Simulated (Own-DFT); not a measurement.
# Strain and stress in grey tin, 32 atoms (Sn32)

Calculated results; nothing here was measured. The program, named Own-DFT, is a retired in-house plane-wave density functional code that no person has reviewed. Each row is one single-point run on a periodic cell that was not relaxed, without spin or spin-orbit coupling.

Settings of every run: PBE; PseudoDojo norm-conserving scalar-relativistic files; cutoff 42 hartree; 3 x 3 x 5 k mesh centred on Gamma; cold (Marzari-Vanderbilt) smearing of 0.2 eV.

Known limits: forces on such cells failed a check on a denser k mesh; stress not checked against mesh or cutoff.

Unstrained cell vectors in Å: (12.978, 0.000, 0.000); (0.000, 12.978, 0.000); (0.000, 0.000, 6.489). The unstrained cell has measured lattice constants (interpolated for alloys), not those of this functional. That, the random moves and any unrelaxed bonds set the pressure at no strain. Each run strains this cell uniformly, with the atoms carried along. Every atom was also moved at random, by a Gaussian of width 0.05 Å on each axis. Strain is the symmetric tensor, in per cent. Stress is positive in tension, and the pressure is minus a third of its trace.

```
run,e_xx (%),e_yy (%),e_zz (%),s_xx (GPa),s_yy (GPa),s_zz (GPa),P (GPa),E (meV/atom)
1,-2.00,-2.00,0.00,-6.07,-6.12,-5.56,5.92,74.3
2,2.25,2.25,0.00,-1.27,-1.27,-1.85,1.46,6.7
3,0.25,0.25,0.00,-3.28,-3.26,-3.38,3.31,25.2
4,3.00,3.00,0.00,-0.55,-0.57,-1.36,0.82,0.0
5,0.75,0.75,0.00,-2.86,-2.88,-3.07,2.94,29.8
6,-1.50,-1.50,0.00,-5.51,-5.43,-5.16,5.37,66.4
7,1.75,1.75,0.00,-1.83,-1.75,-2.27,1.95,15.7
8,-2.50,-2.50,0.00,-6.99,-6.91,-6.15,6.68,101.2
9,-1.00,-1.00,0.00,?,?,?,?,?
```

E is the free energy for each atom above the lowest run shown.

## Worked fit

The change of volume is close to e_xx + e_yy + e_zz. A straight line through the runs shown gives P = 3.84 - 53 x (fractional change of volume) GPa, with an error of 2 on the slope and a scatter of 0.17 GPa. The strain isn't the same on all axes, but the crystal is cubic, so the slope still estimates the bulk modulus, averaged over pressures from 0.8 to 6.7 GPa.

## Withheld run

Question: what pressure should run 9 give? Its volume changes by -1.99 %.

The line gives 4.9 GPa. The calculation gave 4.80 GPa.
